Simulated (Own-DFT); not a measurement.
Simulation results for Hf$_{32}$O$_{63}$ (monoclinic hafnia with one vacancy, atoms displaced)

All values are calculated (Own-DFT development build). A calculation, not a measurement: plane-wave density functional theory by an unreviewed code, no spin, of a simulated periodic cell, stress positive in tension, run twice, with PBE and with PBEsol, both on files made for PBE, so the change isn't that of files made for PBEsol, defect cell not probed for a lower state with spin; hafnium file: forces about 75 meV/angstrom off all-electron values; oxygen file: force components 24 meV/angstrom off all-electron in one glass; forces on such cells passed a denser k mesh, this cell's mesh not checked; the far tail of each file's local potential was reset to the Coulomb form; each entry is a single point on an unrelaxed cell, so the pressure reflects the starting lattice, mostly measured values (interpolated for alloys), from which strain is counted, and rises with the displacements; printed positions are rounded, which can move forces by about a meV/angstrom; the program, named Own-DFT, is a retired in-house code; no spin-orbit coupling; stress was not checked against mesh or cutoff.

```xyz
95
Lattice="10.2340 0.0000 0.0000 0.0000 10.3500 0.0000 -1.6955 0.0000 10.4453" Properties=species:S:1:pos:R:3:PBE_force_x:R:1:PBE_force_y:R:1:PBE_force_z:R:1:PBEsol_force_x:R:1:PBEsol_force_y:R:1:PBEsol_force_z:R:1 formula=Hf32O63 functional=PBE,then_PBEsol potential_files=PseudoDojo_norm-conserving,scalar-relativistic,standard_set wave_cutoff=72 occupations=Fermi-Dirac smearing_width=0.1 k_mesh=2_x_2_x_2_centred_on_Gamma PBE_pressure=5.27 PBE_stress_xx=-5.58 PBE_stress_yy=-5.61 PBE_stress_zz=-4.63 PBE_stress_yz=0.21 PBE_stress_xz=-0.33 PBE_stress_xy=0.67 PBEsol_pressure=-1.11 PBEsol_stress_xx=0.83 PBEsol_stress_yy=0.74 PBEsol_stress_zz=1.76 PBEsol_stress_yz=0.2 PBEsol_stress_xz=0.04 PBEsol_stress_xy=0.61 rms_change_of_force_components_from_PBE_to_PBEsol=0.049
Hf     1.2385     0.2045     1.1653      0.729     -1.622     -2.038      0.737     -1.535     -2.018
Hf     3.4537     2.7689     1.5441      0.587       1.34      0.301      0.574      1.358      0.321
Hf     2.9740     4.9806     4.1653      1.685     -0.139     -0.917      1.725     -0.299     -0.948
Hf     0.8071     2.4025     3.6870      0.954       0.15      0.369      0.937      0.121      0.322
O      0.1600     1.7136     1.7527     -1.583      1.258      1.204     -1.525      1.231      1.228
O      4.5389     4.3244     0.8143      1.225      0.114        0.5      1.191      0.121      0.428
O      4.1854     3.4595     3.4497      0.034     -0.176     -0.057      0.004     -0.176     -0.114
O     -0.4434     0.8528     4.5827       1.11      2.229     -3.392      1.073      2.133      -3.25
O      1.9321     3.9591     2.4607     -1.154     -0.981      1.227     -1.067     -0.963      1.202
O      2.8582     1.3248     0.1485      -0.33     -0.437     -0.119     -0.376     -0.436     -0.113
O      2.4177     1.2228     2.7444     -0.972      0.677     -0.156     -1.006      0.657     -0.152
O      1.5172     3.8434     5.1954     -1.073     -0.287     -1.448     -0.973     -0.268     -1.416
Hf     0.3738     0.2534     6.2540       2.31     -3.092      3.317      2.271     -2.973      3.217
Hf     2.6167     2.7996     6.7634     -0.593      0.507      0.112     -0.589      0.546      0.126
Hf     2.2271     4.9852     9.3598     -3.471      0.175     -0.192     -3.386      0.118      -0.16
Hf    -0.0289     2.4125     8.9765      0.838     -0.027     -0.802       0.83      -0.05     -0.794
O     -0.7258     1.6141     6.9703     -2.549      2.971      1.413     -2.486      2.906      1.387
O      3.7820     4.3020     6.0294      0.087      0.215      0.117      0.073      0.222      0.066
O      3.3074     3.4984     8.6882      1.747     -1.888     -0.629        1.7     -1.851     -0.665
O     -1.1227     0.8652     9.6378     -1.144     -0.883      0.034     -1.105     -0.862      0.078
O      1.0661     3.8874     7.7565     -0.596      0.074     -0.631     -0.512      0.057      -0.61
O      1.9626     1.3051     5.3491     -0.346      0.989     -0.663     -0.397       0.95     -0.643
O      1.5149     1.1943     7.9025      0.481      0.908      0.783      0.415      0.886      0.768
O      0.5766     3.8593    10.3350     -0.139     -0.575       0.21      -0.09     -0.569      0.197
Hf     1.2053     5.4233     1.1022       1.82      0.405      -0.14      1.798      0.435     -0.168
Hf     3.4616     8.0050     1.4834     -1.131     -2.106      0.967     -1.136     -1.989       0.95
Hf     3.0037    10.1825     4.1496      0.958     -1.412      0.039      0.956     -1.404      0.042
Hf     0.7662     7.5625     3.7182      2.111        0.7     -0.238      1.965       0.69     -0.366
O     -0.0247     6.8752     1.9064      1.087     -1.071     -1.101       1.07     -1.011     -1.022
O      4.5767     9.3674     0.7860      2.295      2.618     -0.942      2.222      2.568     -0.948
O      4.2337     8.7411     3.4372      0.614     -1.276     -0.476      0.573     -1.247     -0.506
O     -0.3119     6.0641     4.3485     -0.977     -1.295      0.745     -0.959     -1.259      0.759
O      1.9602     9.0642     2.4860     -1.223      0.653      0.461     -1.128      0.646      0.433
O      2.7553     6.5057     0.0918        0.6      0.032      0.455      0.513      0.026      0.461
O      2.3676     6.4204     2.6548     -0.272      0.149      1.494     -0.342      0.131      1.451
O      1.3736     9.0788     5.1637      0.764     -1.478      -1.29      0.806     -1.425     -1.263
Hf     0.3526     5.4124     6.2611      0.971     -0.308       1.79      0.823     -0.323      1.807
Hf     2.6487     7.9580     6.6861     -1.732      0.425      1.398     -1.631      0.578      1.522
Hf     2.1486    10.1985     9.3625      -0.45     -2.048     -0.944     -0.462     -2.034     -0.912
Hf    -0.1704     7.5478     8.9038      4.839     -0.536      -0.11      4.732     -0.565     -0.124
O     -0.8414     6.8089     7.0256     -0.314      0.445      -0.42      -0.29      0.449     -0.378
O      3.7616     9.5032     6.0617       0.23      0.174     -0.211      0.225      0.179     -0.241
O      3.4093     8.6547     8.5844     -0.382      0.491      0.627     -0.375      0.439      0.561
O     -1.1449     6.0342     9.6506     -1.885     -0.973      0.149     -1.832     -0.968      0.194
O      1.0547     9.0765     7.7715      0.056      0.133     -0.317      0.124      0.134     -0.306
O      1.5199     6.4118     7.9216      0.052      0.092     -0.882     -0.004       0.08     -0.863
O      0.5480     8.9267    10.3718      0.172      1.428     -0.138      0.234      1.393     -0.125
Hf     6.3420     0.1676     1.0848      0.066      0.226      0.126      0.087      0.261      0.102
Hf     8.5804     2.8345     1.5367     -0.289     -0.422     -1.027     -0.298     -0.365     -0.985
Hf     8.1287     5.0397     4.0986     -0.089     -1.638      1.323     -0.115     -1.631      1.326
Hf     6.0158     2.3390     3.6716     -3.036      1.298      1.352     -2.936       1.24      1.285
O      5.1802     1.7226     1.8262      0.182      -0.62     -0.601      0.186      -0.59     -0.531
O      9.7706     4.3503     0.7864     -0.804     -1.021      0.796      -0.79      -0.98      0.717
O      9.3141     3.4101     3.4118      0.161      0.339      0.185      0.165      0.304      0.114
O      4.7199     0.8479     4.3649      1.283      0.545      0.785      1.243      0.507      0.809
O      6.9234     3.8723     2.5906      1.164      1.293      -1.33        1.2      1.238     -1.287
O      7.9736     1.3254     0.0846     -0.237     -0.017      0.432     -0.298     -0.019      0.422
O      7.4420     1.3019     2.7157      1.831     -1.051     -0.397      1.715     -1.007     -0.373
O      6.6157     3.8382     5.1484     -0.093      0.258     -0.681     -0.021       0.25     -0.665
Hf     5.4861     0.1840     6.3130     -0.621      0.368     -1.207     -0.621      0.372     -1.183
Hf     7.7588     2.7246     6.6797      0.194      2.387      1.617       0.17      2.384      1.565
Hf     7.3811     4.9129     9.3462      -1.51      1.458     -0.581     -1.474      1.384     -0.527
Hf     5.0392     2.3770     8.9072      0.655      0.732     -0.022      0.627      0.655     -0.043
O      4.2895     1.7048     6.9978      0.833     -0.083      0.785      0.815     -0.065      0.821
O      8.8499     4.3463     6.0491      0.431     -0.353     -0.533      0.419     -0.332     -0.572
O      8.5070     3.4721     8.6627      0.087     -1.082     -0.743      0.091     -1.055      -0.74
O      3.9284     0.9142     9.6684     -0.691     -0.728     -0.034     -0.664      -0.72      0.004
O      6.1113     3.9732     7.6704       0.62      -1.46      1.042      0.655     -1.416      1.001
O      7.1398     1.4503     5.3180     -0.692     -2.553     -0.904     -0.709     -2.476     -0.887
O      6.6477     1.2143     7.9483     -0.046      0.765     -0.508     -0.101      0.733     -0.496
O      5.7766     3.8637    10.4070     -0.279     -0.672      -0.52     -0.204     -0.647     -0.495
Hf     6.3338     5.3872     1.0675     -0.295      -0.48     -0.035     -0.302     -0.414     -0.072
Hf     8.6445     7.9879     1.5062     -2.132     -0.402     -0.489     -2.076      -0.32     -0.433
Hf     8.2132    10.2036     4.1472     -2.257     -2.444      -0.21     -2.201     -2.426     -0.167
Hf     5.9916     7.5026     3.6564     -1.945      1.703      0.461     -1.886       1.61      0.439
O      5.2475     6.8973     1.7885     -0.388      0.273     -0.099     -0.353      0.265     -0.047
O      9.6873     9.4427     0.7611      1.726       1.43     -0.298      1.664      1.396     -0.328
O      9.3338     8.6205     3.3332     -0.248      1.585      1.661     -0.246       1.51      1.567
O      4.7599     6.0591     4.3925     -0.331     -0.005     -0.017     -0.299     -0.023      0.032
O      7.0869     9.1352     2.5110     -0.482      0.028      0.109      -0.41      0.024      0.087
O      6.1982     6.5073    10.4385      0.105     -0.232      1.615      0.022     -0.229      1.565
O      7.5156     6.4348     2.7458       0.33     -0.401     -0.851      0.257     -0.391     -0.794
O      6.5563     8.9658     5.1278       0.39      0.909     -0.676      0.441      0.875     -0.643
Hf     5.5063     5.4011     6.2956     -0.088     -0.512        0.1     -0.079     -0.474       0.09
Hf     7.7227     7.9667     6.6631     -0.859     -0.871      1.125     -0.846      -0.79      1.112
Hf     7.3199    10.1022     9.2659      0.339      0.319      1.409      0.324      0.285      1.404
Hf     5.0291     7.5279     8.9502      0.435     -0.386     -0.661      0.431     -0.438     -0.668
O      4.2782     6.8406     7.0177      0.329      0.129      0.154      0.329      0.152      0.194
O      8.8577     9.4171     6.0819      0.714      1.177     -1.184      0.677      1.158     -1.205
O      8.5281     8.5809     8.5971     -3.122      2.033     -0.078      -3.05      1.971     -0.121
O      3.8625     5.9592     9.6335      1.876      1.641       0.17      1.834      1.583      0.222
O      6.1587     9.1282     7.6226      0.332     -0.922      1.646      0.389     -0.882      1.585
O      7.0783     6.5132     5.2988      0.367     -0.391     -0.308      0.307     -0.387     -0.316
O      6.6103     6.4218     7.9582      0.286      0.383     -0.514      0.211      0.369     -0.502
O      5.7115     8.9566    10.4319      -0.24      0.719     -1.851     -0.178      0.706     -1.796
```

Units: wave_cutoff in hartree; smearing_width in eV; PBE_pressure, PBE_stress_xx, PBE_stress_yy, PBE_stress_zz, PBE_stress_yz, PBE_stress_xz, PBE_stress_xy, PBEsol_pressure, PBEsol_stress_xx, PBEsol_stress_yy, PBEsol_stress_zz, PBEsol_stress_yz, PBEsol_stress_xz, PBEsol_stress_xy in GPa; rms_change_of_force_components_from_PBE_to_PBEsol, PBE_force_x, PBE_force_y, PBE_force_z, PBEsol_force_x, PBEsol_force_y, PBEsol_force_z in eV/Å.
